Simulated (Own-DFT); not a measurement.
# Same atoms, different arrangement: As32Ga32, 64 atoms

Calculated results; nothing here was measured. They come from Own-DFT, an in-house plane-wave density functional program, since retired, whose code no person has reviewed. Each row is one single-point run on a periodic cell that was not relaxed, without spin or spin-orbit coupling.

Settings of every run: PBE; PseudoDojo norm-conserving scalar-relativistic files; cutoff 42 hartree; 3 x 3 x 3 k mesh centred on Gamma; Fermi-Dirac smearing of 0.1 eV.

Known limits, some of them of some rows only: not probed for a lower state with spin; forces on such cells failed a check on a denser k mesh; forces not confirmed at this smearing and k mesh; stress not checked against mesh or cutoff.

All cells hold the same atoms in the same cell, with vectors in Å (11.307, 0.000, 0.000); (0.000, 11.307, 0.000); (0.000, 0.000, 11.307). Every atom was moved at random from its ideal site; u is the rms move along one axis. The defect's site can differ from row to row. E is the free energy of the cell above the lowest run. The arrangements:

- A: zincblende GaAs
- B: zincblende GaAs, with one As on a Ga site and one Ga on an As site, 2.4 Å apart

```
arrangement,u (Å),E (eV),P (GPa)
A,0.0188,0.000,3.51
A,0.0194,0.066,3.53
A,0.0197,0.066,3.52
A,0.0481,2.008,3.93
A,0.0493,2.331,4.00
A,0.0494,2.143,3.93
B,0.0284,2.976,3.90
B,0.0297,3.151,3.96
B,0.0312,3.155,3.96
B,0.0486,4.500,4.24
B,0.0501,4.818,4.33
B,0.0511,4.659,4.24
```

Question: once the cost of the random moves is taken out, how do the arrangements rank?

## Worked answer

Fit E = a + b u², with one b for all and one a for each arrangement, and with residuals divided by u², since the noise grows with the moves. Then b = 1022 eV/Å², the scatter at u = 0.04 Å is 0.09 eV, and against A:

- B: 2.52 ± 0.03 eV (higher)

These are energies of unrelaxed cells. Relaxing the atoms lowers the strained arrangements most, so the gaps would shrink and small ones could change sign.
